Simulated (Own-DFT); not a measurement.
# How strain changes the stress of wurtzite GaN, 72 atoms (Ga36N36)

These are calculations, not measurements. The program, named Own-DFT, is a retired in-house plane-wave density functional code that no person has reviewed. Each row is one single-point run on a periodic cell that was not relaxed, without spin or spin-orbit coupling.

Settings of every run: PBE; PseudoDojo norm-conserving scalar-relativistic files; cutoff 42 hartree; 4 x 4 x 3 k mesh centred on Gamma; Fermi-Dirac smearing of 0.1 eV.

Known limits: forces not confirmed at this smearing and k mesh; stress not checked against mesh or cutoff.

Unstrained cell vectors in Å: (9.567, 0.000, 0.000); (-4.783, 8.285, 0.000); (0.000, 0.000, 10.370). The unstrained cell has measured lattice constants (interpolated for alloys), not those of this functional. That, the random moves and any unrelaxed bonds set the pressure at no strain. Each run strains this cell uniformly, with the atoms carried along. Every atom was also moved at random, by a Gaussian of width 0.05 Å on each axis. Strain is the symmetric tensor, in per cent. Stress is positive in tension, and the pressure is minus a third of its trace.

```
run  e_xx (%)  e_yy (%)  e_zz (%)  e_yz (%)  e_xz (%)  e_xy (%)  s_xx (GPa)  s_yy (GPa)  s_zz (GPa)  s_yz (GPa)  s_xz (GPa)  s_xy (GPa)  P (GPa)  E (meV/atom)
  1     -1.74     -0.30     -1.97      1.07     -0.21      0.86      -18.33      -13.83      -18.19        3.17        0.39        4.44    16.78          50.4
  2     -0.50      1.35      1.33     -0.27     -1.01     -0.11       -5.72       -2.72       -0.79       -1.01       -2.03       -0.71     3.08           0.0
  3      1.15      1.28     -0.99      0.32      1.11     -0.49       -2.08       -0.88      -10.95        0.80        2.63       -2.02     4.64          10.6
  4      0.75      1.81      0.64      1.91      1.08     -1.99       -1.77       -1.15       -3.15        4.07        2.39       -5.50     2.02          19.2
  5     -0.03     -0.35      0.66     -1.00      0.74      1.29       -7.37       -7.86       -5.42       -1.13        1.41        3.31     6.88          12.4
  6      0.11     -0.31      0.23     -0.44     -0.45     -1.15       -8.38       -7.22       -8.69       -0.17        0.07       -5.21     8.10          28.8
  7      0.50      1.28     -0.96      0.16      1.50      0.17       -5.23       -3.03       -9.18        0.36        2.66        0.58     5.81           6.3
  8      1.66      1.57     -0.66      0.45      1.89      0.76       -0.19       -0.53       -9.74        1.26        4.21        1.55     3.49          25.8
  9      0.09      0.81      0.81     -1.89      0.63      1.26       -5.31       -4.12       -5.31       -4.49        1.17        3.12     4.91          28.1
 10      0.37     -1.02     -0.87     -1.05      0.07     -0.11       -8.29      -11.37      -11.76       -3.04       -0.40       -0.77    10.47          17.2
 11      0.63     -1.49      1.44     -1.07      1.37     -0.32       -4.99       -9.62       -4.32       -1.41        2.64       -0.65     6.31          15.0
 12      1.36      0.19     -0.32      0.33     -1.06     -0.37       -3.08       -3.89       -7.81        0.42       -1.78       -1.36     4.93           6.7
 13      0.06      0.30     -1.84     -1.61      1.06     -0.88       -7.28       -7.21      -18.17       -3.47        2.65       -2.12    10.89          26.4
 14      0.49     -1.42      1.79      0.62      1.22     -0.62       -7.15       -9.56       -3.04        0.71        3.01       -3.34     6.59          37.6
 15      1.13     -0.31     -0.93      1.15      0.81     -0.26       -3.98       -8.02      -10.78        2.22        1.85        0.02     7.60          13.9
 16     -1.46      1.32      1.71      0.74      1.65      1.99           ?           ?           ?           ?           ?           ?        ?             ?
```

E is the free energy for each atom above the lowest run shown.

## Worked fit

Each stress component was fitted by least squares to a constant and the strains of the runs shown, as fractions, with shears doubled. Shear strains stay in the fit of a normal stress only where such slopes are resolved. The slopes, in GPa:

```
stress,at no strain,per e_xx,per e_yy,per e_zz,scatter
s_xx,-7.8,406 ± 31,142 ± 24,98 ± 21,0.92
s_yy,-7.4,188 ± 26,314 ± 21,82 ± 18,0.80
s_zz,-8.5,65 ± 43,111 ± 33,418 ± 30,1.29
```

Each shear stress against twice its own strain: yz 110 ± 10, xz 98 ± 8, xy 151 ± 14 GPa. These are stiffnesses along x, y and z of the frame in which the cell vectors are given, which need not be the crystal's axes. The atoms are held to the strained lattice; where symmetry lets them move under strain, relaxing them would lower some slopes. The table should be nearly symmetric about its diagonal, and what it lacks of that shows the noise. A ninth of its sum, 203 ± 8 GPa, estimates the bulk modulus near the mean pressure of these runs, 6.8 GPa, so it lies above the value at zero pressure.

## Withheld run

Question: what normal stresses and pressure should run 16 give?

The fit gives s_xx = -10.2, s_yy = -4.6, s_zz = -0.9 and P = 5.2 GPa. The calculation gave -10.98, -2.08, -1.47 and P = 4.84 GPa.
